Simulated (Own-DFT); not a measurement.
# Response to strain: wurtzite AlGaN with randomly placed atoms, 72 atoms (Al9Ga27N36)

All numbers below are calculated, not measured. They come from Own-DFT, an in-house plane-wave density functional program, since retired, whose code no person has reviewed. Each row is one single-point run on a periodic cell that was not relaxed, without spin or spin-orbit coupling.

Settings of every run: PBE; PseudoDojo norm-conserving scalar-relativistic files (stringent for Ga); cutoff 96 hartree; 4 x 4 x 3 k mesh centred on Gamma; Gaussian smearing of 0.01 eV.

Known limits: forces on such cells passed a denser k mesh, each cell not checked; stress not checked against mesh or cutoff.

Unstrained cell vectors in Å: (9.509, 0.000, 0.000); (-4.755, 8.235, 0.000); (0.000, 0.000, 10.268). The unstrained cell has measured lattice constants (interpolated for alloys), not those of this functional. That, the random moves and any unrelaxed bonds set the pressure at no strain. Each run strains this cell uniformly, with the atoms carried along. Every atom was also moved at random, by a Gaussian of width 0.05 Å on each axis. The random placing of the alloy's atoms differs from row to row. Strain is the symmetric tensor, in per cent. Stress is positive in tension, and the pressure is minus a third of its trace.

```
run  e_xx (%)  e_yy (%)  e_zz (%)  s_xx (GPa)  s_yy (GPa)  s_zz (GPa)  P (GPa)  E (meV/atom)
  1      0.00      0.00     -1.75      -10.14       -6.08      -17.39    11.20          35.3
  2      0.00      0.00      2.75       -5.37       -4.37        4.28     1.82           0.0
  3      0.00      0.00     -1.50       -7.24       -9.10      -14.85    10.40          23.5
  4      0.00      0.00     -1.50       -9.18       -7.48      -14.59    10.42          23.9
  5      0.00      0.00     -1.25       -7.79       -7.57      -13.58     9.65          19.0
  6      0.00      0.00     -1.75       -8.74      -10.45      -14.24    11.14          29.9
  7      0.00      0.00      2.75       -4.24       -6.31        4.51     2.01           5.4
  8      0.00      0.00     -1.25       -5.24       -8.02      -15.52     9.60          12.6
  9      0.00      0.00      0.50       -6.08       -8.46       -4.79     6.44          20.9
 10      0.00      0.00      2.25           ?           ?           ?        ?             ?
```

E is the free energy for each atom above the lowest run shown.

## Worked fit

The change of volume is close to e_xx + e_yy + e_zz. A straight line through the runs shown gives P = 7.41 - 200 x (fractional change of volume) GPa, with an error of 4 on the slope and a scatter of 0.22 GPa. The strain isn't the same on all axes and the cell isn't cubic, so the slope belongs to this path and is not the bulk modulus.

## Withheld run

Question: what pressure should run 10 give? Its volume changes by 2.25 %.

The line gives 2.9 GPa. The calculation gave 2.44 GPa.
